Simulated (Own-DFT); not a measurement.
# Point defects and the pressure they add: wurtzite GaN

Calculated, not measured: single-point runs of Own-DFT, a retired in-house plane-wave DFT program that no person has reviewed, on unrelaxed cells, without spin or spin-orbit coupling.

All runs used: PBE; PseudoDojo norm-conserving scalar-relativistic files; cutoff 42 hartree; 4 x 4 x 3 k mesh centred on Gamma; Fermi-Dirac smearing of 0.1 eV.

Caveats (not all hold for every row): not probed for a lower state with spin; forces not confirmed at this smearing and k mesh; stress not checked against mesh or cutoff.

All runs share one cell, with vectors in Å (9.567, 0.000, 0.000); (-4.784, 8.285, 0.000); (0.000, 0.000, 10.370) and a volume of 822.0 Å³. Atoms were moved at random from their sites; u is the rms move along one axis. The defect's site can differ from row to row.

| cell | formula | u (Å) | P (GPa) |
|---|---|---|---|
| no defect | Ga36N36 | 0.0186 | 5.82 |
| no defect | Ga36N36 | 0.0520 | 8.03 |
| no defect | Ga36N36 | 0.0536 | 7.81 |
| one Ga on an N site | Ga37N35 | 0.0300 | 12.30 |
| one Ga on an N site | Ga37N35 | 0.0304 | 11.96 |
| one Ga on an N site | Ga37N35 | 0.0472 | 13.32 |
| one Ga on an N site | Ga37N35 | 0.0551 | ? |
| one N on a Ga site | Ga35N37 | 0.0281 | 5.42 |
| one N on a Ga site | Ga35N37 | 0.0297 | 5.36 |
| one N on a Ga site | Ga35N37 | 0.0536 | 6.86 |

## Working it out

P = P0 + c u² + a shift for each defect gives P0 = 5.61 GPa, c = 813 ± 67 GPa/Å² and a scatter of 0.19 GPa. The shifts, and each times the cell's volume:

- one Ga on an N site: 5.81 ± 0.16 GPa, 29.8 eV
- one N on a Ga site: -0.97 ± 0.16 GPa, -5.0 eV

A positive shift means that the defect pushes the cell outwards. Shift times volume (160.2 GPa Å³ is 1 eV) depends little on the cell's size, so, taken for each site, it can be compared between cells at like pressure. The atoms around the defects weren't relaxed, which would change these numbers.

## The run left out

Question: what pressure belongs in the blank (one Ga on an N site, u = 0.0551 Å)?

From the fit: 13.90 ± 0.25 GPa. The run itself gave 14.13 GPa.
